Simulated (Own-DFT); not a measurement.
# What a defect does to the pressure of its cell: C11b WSi2

No measurement is shown. These are fixed-geometry runs of a retired plane-wave code named Own-DFT, which no person has reviewed; spin and spin-orbit coupling are neglected.

All runs used: PBE; PseudoDojo norm-conserving scalar-relativistic files; cutoff 50 hartree; 5 x 5 x 5 k mesh centred on Gamma; cold (Marzari-Vanderbilt) smearing of 0.2 eV.

Keep in mind: forces on such cells failed a check on a denser k mesh; stress not checked against mesh or cutoff.

All runs share one cell, with vectors in Å (-2.148, -5.953, 3.409); (-6.444, 2.976, 1.136); (-2.553, -2.948, -6.757) and a volume of 403.2 Å³. u is the rms random offset of the atoms per axis. The defect's site can differ from row to row.

```
              cell  formula   u (Å)  P (GPa)
         no defect  Si20W10  0.0200     4.48
         no defect  Si20W10  0.0222     4.43
         no defect  Si20W10  0.0503     5.95
one W on a Si site  Si19W11  0.0299    10.01
one W on a Si site  Si19W11  0.0312     9.78
one W on a Si site  Si19W11  0.0537        ?
one W on a Si site  Si19W11  0.0579    11.24
one Si on a W site   Si21W9  0.0273     6.22
one Si on a W site   Si21W9  0.0484     7.20
one Si on a W site   Si21W9  0.0525     7.65
     one W vacancy   Si20W9  0.0278     3.33
     one W vacancy   Si20W9  0.0302     4.28
     one W vacancy   Si20W9  0.0534     4.91
    one Si vacancy  Si19W10  0.0273     3.05
    one Si vacancy  Si19W10  0.0316     3.62
    one Si vacancy  Si19W10  0.0479     3.81
```

## Fit

P = P0 + c u² + a shift for each defect gives P0 = 4.27 GPa, c = 597 ± 76 GPa/Å² and a scatter of 0.28 GPa. The shifts, and each times the cell's volume:

- one W on a Si site: 5.03 ± 0.23 GPa, 12.7 eV
- one Si on a W site: 1.59 ± 0.23 GPa, 4.0 eV
- one W vacancy: -1.01 ± 0.23 GPa, -2.5 eV
- one Si vacancy: -1.59 ± 0.23 GPa, -4.0 eV

Positive is outwards. The product with the volume (160.2 GPa Å³ to the eV) is nearly free of the cell's size; divided by the bulk modulus at the cell's pressure it gives the volume that the defect adds. The atoms around the defects weren't relaxed, which would change these numbers.

## The run left out

The question: what pressure belongs in the blank (one W on a Si site, u = 0.0537 Å)?

The fit gives 11.02 ± 0.33 GPa. The calculation gave 11.85 GPa.
